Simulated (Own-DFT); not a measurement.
# Same atoms, different arrangement: As32Ga32, 64 atoms

Calculated results; nothing here was measured. The program, named Own-DFT, is a retired in-house plane-wave density functional code that no person has reviewed. Each row is one single-point run on a periodic cell that was not relaxed, without spin or spin-orbit coupling.

Settings of every run: PBE; PseudoDojo norm-conserving scalar-relativistic files; cutoff 42 hartree; 3 x 3 x 3 k mesh centred on Gamma; Fermi-Dirac smearing of 0.1 eV.

Known limits, some of them of some rows only: not probed for a lower state with spin; forces on such cells failed a check on a denser k mesh; forces not confirmed at this smearing and k mesh; stress not checked against mesh or cutoff.

All cells hold the same atoms in the same cell, with vectors in Å (11.307, 0.000, 0.000); (0.000, 11.307, 0.000); (0.000, 0.000, 11.307). Every atom was moved at random from its ideal site; u is the rms move along one axis. The defect's site can differ from row to row. E is the free energy of the cell above the lowest run. The arrangements:

- A: zincblende GaAs
- B: zincblende GaAs, with one As on a Ga site and one Ga on an As site, 2.4 Å apart

| arrangement | u (Å) | E (eV) | P (GPa) |
|---|---|---|---|
| A | 0.0193 | 0.000 | 3.52 |
| A | 0.0199 | 0.061 | 3.53 |
| A | 0.0199 | 0.000 | 3.52 |
| A | 0.0486 | 2.026 | 3.93 |
| A | 0.0495 | 2.225 | 3.97 |
| A | 0.0521 | 2.523 | 4.05 |
| B | 0.0283 | 3.140 | 3.96 |
| B | 0.0286 | 2.860 | 3.90 |
| B | 0.0311 | 3.178 | 3.97 |
| B | 0.0480 | 4.846 | 4.29 |
| B | 0.0485 | 4.285 | 4.16 |
| B | 0.0527 | 4.468 | 4.24 |

Question: once the cost of the random moves is taken out, how do the arrangements rank?

## Worked answer

Fit E = a + b u², with one b for all and one a for each arrangement, and with residuals divided by u², since the noise grows with the moves. Then b = 1005 eV/Å², the scatter at u = 0.04 Å is 0.21 eV, and against A:

- B: 2.55 ± 0.08 eV (higher)

These are energies of unrelaxed cells. Relaxing the atoms lowers the strained arrangements most, so the gaps would shrink and small ones could change sign.
